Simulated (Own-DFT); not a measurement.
# How strain changes the stress of wurtzite GaN, 72 atoms (Ga36N36)

All numbers below are calculated, not measured. The program, named Own-DFT, is a retired in-house plane-wave density functional code that no person has reviewed. Each row is one single-point run on a periodic cell that was not relaxed, without spin or spin-orbit coupling.

Settings of every run: PBE; PseudoDojo norm-conserving scalar-relativistic files; cutoff 42 hartree; 4 x 4 x 3 k mesh centred on Gamma; Fermi-Dirac smearing of 0.1 eV.

Known limits: forces not confirmed at this smearing and k mesh; stress not checked against mesh or cutoff.

Unstrained cell vectors in Å: (9.567, 0.000, 0.000); (-4.784, 8.285, 0.000); (0.000, 0.000, 10.370). The unstrained cell has measured lattice constants (interpolated for alloys), not those of this functional. That, the random moves and any unrelaxed bonds set the pressure at no strain. Each run strains this cell uniformly, with the atoms carried along. Every atom was also moved at random, by a Gaussian of width 0.05 Å on each axis. Strain is the symmetric tensor, in per cent. Stress is positive in tension, and the pressure is minus a third of its trace.

```
run,e_xx (%),e_yy (%),e_zz (%),s_xx (GPa),s_yy (GPa),s_zz (GPa),P (GPa),E (meV/atom)
1,-2.25,-2.25,0.00,-23.04,-22.01,-10.71,18.59,77.3
2,2.00,2.00,0.00,2.73,1.79,-4.13,-0.13,0.0
3,-1.00,-1.00,0.00,-13.60,-13.83,-8.42,11.95,45.4
4,1.00,1.00,0.00,-2.62,-1.79,-5.68,3.36,2.6
5,1.75,1.75,0.00,2.16,0.51,-6.92,1.42,23.2
6,-0.75,-0.75,0.00,-12.45,-10.53,-10.13,11.04,40.4
7,2.75,2.75,0.00,5.00,6.16,-3.84,-2.44,1.9
8,0.50,0.50,0.00,-3.83,-5.67,-6.90,5.46,10.9
9,-1.25,-1.25,0.00,?,?,?,?,?
```

E is the free energy for each atom above the lowest run shown.

## Worked fit

The change of volume is close to e_xx + e_yy + e_zz. A straight line through the runs shown gives P = 8.28 - 207 x (fractional change of volume) GPa, with an error of 8 on the slope and a scatter of 0.77 GPa. The strain isn't the same on all axes and the cell isn't cubic, so the slope belongs to this path and is not the bulk modulus.

## Withheld run

Question: what pressure should run 9 give? Its volume changes by -2.48 %.

The line gives 13.4 GPa. The calculation gave 13.47 GPa.
